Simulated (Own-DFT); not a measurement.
# One host, several defects: zincblende GaAs

Source: density functional calculations with Own-DFT, an unreviewed in-house program that is no longer used. Nothing was measured or relaxed, and spin and spin-orbit coupling are left out.

Settings: PBE; PseudoDojo norm-conserving scalar-relativistic files; cutoff 42 hartree; 3 x 3 x 3 k mesh centred on Gamma; Fermi-Dirac smearing of 0.1 eV.

Caveats (not all hold for every row): not probed for a lower state with spin; forces not confirmed at this smearing and k mesh; stress not checked against mesh or cutoff.

All runs share one cell, with vectors in Å (11.737, 0.000, 0.000); (0.000, 11.737, 0.000); (0.000, 0.000, 10.833) and a volume of 1492.4 Å³, strained against the parent crystal. The atoms are randomly displaced, by u rms on each axis. The defect's site can differ from row to row.

```
cell,formula,u (Å),P (GPa)
no defect,As32Ga32,0.0300,1.26
no defect,As32Ga32,0.0497,1.53
no defect,As32Ga32,0.0541,1.56
one As vacancy and one Ga vacancy,As31Ga31,0.0294,0.92
one As vacancy and one Ga vacancy,As31Ga31,0.0499,0.97
one As vacancy and one Ga vacancy,As31Ga31,0.0500,1.17
one Al on a Ga site,AlAs32Ga31,0.0305,1.28
one Al on a Ga site,AlAs32Ga31,0.0321,1.25
one Al on a Ga site,AlAs32Ga31,0.0459,1.38
one In on a Ga site,As32Ga31In,0.0469,2.19
one In on a Ga site,As32Ga31In,0.0475,2.18
one In on a Ga site,As32Ga31In,0.0516,2.29
one P on an As site,As31Ga32P,0.0296,?
one P on an As site,As31Ga32P,0.0299,1.03
one P on an As site,As31Ga32P,0.0300,1.00
one P on an As site,As31Ga32P,0.0304,1.02
```

## What the rows give

P = P0 + c u² + a shift for each defect gives P0 = 1.18 GPa, c = 128 ± 25 GPa/Å² and a scatter of 0.05 GPa. The shifts, and each times the cell's volume:

- one In on a Ga site: 0.74 ± 0.05 GPa, 6.9 eV
- one Al on a Ga site: -0.05 ± 0.05 GPa, -0.5 eV (not resolved)
- one P on an As site: -0.28 ± 0.05 GPa, -2.6 eV
- one As vacancy and one Ga vacancy: -0.41 ± 0.04 GPa, -3.8 eV

A positive shift means that the defect pushes the cell outwards. Shift times volume (160.2 GPa Å³ is 1 eV) depends little on the cell's size, so, taken for each site, it can be compared between cells at like pressure. The atoms around the defects weren't relaxed, which would change these numbers.

## Test on the hidden row

Q: what pressure belongs in the blank (one P on an As site, u = 0.0296 Å)?

From the fit: 1.01 ± 0.06 GPa. Computed: 0.98 GPa.
